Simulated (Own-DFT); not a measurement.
# Biaxial strain at fixed height in wurtzite AlGaN with randomly placed atoms, 128 atoms (Al48Ga16N64)

Source: density functional calculations with Own-DFT, an unreviewed in-house program that is no longer used. Nothing was measured or relaxed, and spin and spin-orbit coupling are left out.

Settings: PBE; PseudoDojo norm-conserving scalar-relativistic files (stringent for Ga); cutoff 96 hartree; 3 x 3 x 3 k mesh centred on Gamma; Gaussian smearing of 0.01 eV.

Limits: k mesh not checked against a denser one; stress not checked against mesh or cutoff.

Unstrained cell vectors in Å: (12.525, 0.000, 0.000); (-6.262, 10.847, 0.000); (0.000, 0.000, 10.066). The unstrained cell has measured lattice constants (interpolated for alloys), not those of this functional. That, the random moves and any unrelaxed bonds set the pressure at no strain. Each run strains x and y alike by e, as a substrate would, and holds the height along z. Each coordinate of each atom was shifted by a normal deviate of width 0.05 Å. The random placing of the alloy's atoms differs from row to row. Stress is positive in tension.

| e (%) | u (Å) | (s_xx + s_yy)/2 (GPa) | s_zz (GPa) |
|---|---|---|---|
| -2.50 | 0.052 | -23.33 | -10.52 |
| -2.25 | 0.049 | -20.34 | -10.46 |
| -2.00 | 0.049 | -19.48 | -8.87 |
| -1.75 | 0.047 | -16.94 | -9.07 |
| -1.50 | 0.054 | -15.86 | -10.08 |
| -1.00 | 0.049 | ? | ? |
| -0.50 | 0.051 | -9.13 | -7.90 |
| 0.50 | 0.050 | -3.97 | -4.30 |
| 1.25 | 0.053 | 0.73 | -6.30 |
| 1.50 | 0.049 | 2.02 | -4.80 |

## Analysis

With e as a fraction, the in-plane stress is -6.3 + 587 e - 2889 e² GPa (errors 16 and 1218, scatter 0.49), and s_zz is -6.9 + 142 e GPa (slope ± 23, scatter 1.01). At e = 0 the first slope is C11 + C12 and the second 2 C13, both with the ions held to the strained lattice and at the cell's own pressure. A free layer would change its height as e changes, and the in-plane slope would drop by 2 C13²/C33 to the biaxial modulus. At fixed height, a misfit of 1 % moves the in-plane stress by about 5.9 GPa and s_zz by 1.4 GPa.

## Check

Question: what are the two stresses at e = -1.00 %?

Estimate: -12.4 and -8.3 GPa. The run itself gave -12.00 and -7.68 GPa.
